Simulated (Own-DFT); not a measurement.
# How much smaller does PBEsol make it? C11b WSi2, 30 atoms (Si20W10)

The numbers are computed, not measured, by runs of the plane-wave DFT program Own-DFT (in-house, retired, unreviewed) at fixed positions, with no spin and no spin-orbit coupling.

Caveats: forces on such cells failed a check on a denser k mesh; stress not checked against mesh or cutoff.

Each geometry was run with PBE and with PBEsol, otherwise alike: PseudoDojo norm-conserving scalar-relativistic files made for PBE; cutoff 50 hartree; 5 x 5 x 5 k mesh centred on Gamma; cold (Marzari-Vanderbilt) smearing of 0.2 eV. Unstrained cell vectors in Å: (-2.149, -5.953, 3.409); (-6.444, 2.976, 1.136); (-2.553, -2.948, -6.757). Each has a uniform strain, of which the change of volume is shown, and random moves of rms u per axis.

```
run,volume change (%),u (Å),P with PBE (GPa),P with PBEsol (GPa)
1,-2.30,0.0477,12.51,8.28
2,-2.28,0.0460,11.47,7.25
3,-4.67,0.0592,19.60,15.23
4,-0.47,0.0558,8.93,4.82
5,-0.50,0.0473,8.67,4.56
6,0.76,0.0472,4.79,0.74
7,-0.23,0.0561,7.42,3.33
8,1.40,0.0523,2.89,-1.14
9,3.45,0.0519,-1.48,-5.40
10,-2.20,0.0474,11.90,7.68
11,0.56,0.0501,5.59,?
```

Q: by how much does PBEsol shrink this cell, and what belongs in the blank?

## Solution

Write v for the change of volume as a fraction. Fitted to v and u², the PBE pressure has a slope of -251 ± 8 GPa in v, with the ions held to the strained lattice. The difference PBEsol less PBE is -4.10 + 5.6 v GPa (slope ± 0.2) and averages -4.13 GPa. Divided by the mean slope of the two, 248 GPa, that makes PBEsol's volume at a given pressure, near 7 GPa, about 1.7 % smaller, or 0.56 % in lengths. At one volume PBEsol's slope is the smaller by 6 GPa, but its pressure there is lower too. If stiffness rises by about 4 GPa for each GPa, PBEsol at equal pressure is stiffer by about 11 GPa. Files made for PBEsol would give a different shift.

For run 11 the line gives 1.53 GPa. DFT gave 1.53 GPa.
